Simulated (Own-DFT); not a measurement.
# One host, several defects: C11b WSi2

No measurement is shown. These are fixed-geometry runs of a retired plane-wave code named Own-DFT, which no person has reviewed; spin and spin-orbit coupling are neglected.

All runs used: PBE; PseudoDojo norm-conserving scalar-relativistic files; cutoff 50 hartree; 5 x 5 x 5 k mesh centred on Gamma; cold (Marzari-Vanderbilt) smearing of 0.2 eV.

Keep in mind: forces on such cells failed a check on a denser k mesh; stress not checked against mesh or cutoff.

All runs share one cell, with vectors in Å (-2.148, -5.953, 3.409); (-6.444, 2.976, 1.136); (-2.553, -2.948, -6.757) and a volume of 403.2 Å³. The atoms are randomly displaced, by u rms on each axis. The defect's site can differ from row to row.

```
              cell  formula   u (Å)  P (GPa)
         no defect  Si20W10  0.0202     4.62
         no defect  Si20W10  0.0487     6.08
         no defect  Si20W10  0.0524     6.73
one Si on a W site   Si21W9  0.0268     6.38
one Si on a W site   Si21W9  0.0284     5.84
one Si on a W site   Si21W9  0.0451     7.07
one Si on a W site   Si21W9  0.0497        ?
one W on a Si site  Si19W11  0.0295     9.59
one W on a Si site  Si19W11  0.0473    10.55
one W on a Si site  Si19W11  0.0486    11.03
    one Si vacancy  Si19W10  0.0319     3.88
    one Si vacancy  Si19W10  0.0544     4.77
    one Si vacancy  Si19W10  0.0555     4.83
```

## Working it out

P = P0 + c u² + a shift for each defect gives P0 = 4.50 GPa, c = 710 ± 99 GPa/Å² and a scatter of 0.29 GPa. The shifts, and each times the cell's volume:

- one W on a Si site: 4.60 ± 0.23 GPa, 11.6 eV
- one Si on a W site: 1.09 ± 0.24 GPa, 2.7 eV
- one Si vacancy: -1.68 ± 0.24 GPa, -4.2 eV

Positive is outwards. The product with the volume (160.2 GPa Å³ to the eV) is nearly free of the cell's size; divided by the bulk modulus at the cell's pressure it gives the volume that the defect adds. The atoms around the defects weren't relaxed, which would change these numbers.

## Check

Asked: what pressure belongs in the blank (one Si on a W site, u = 0.0497 Å)?

From the fit: 7.34 ± 0.35 GPa. Computed: 7.35 GPa.
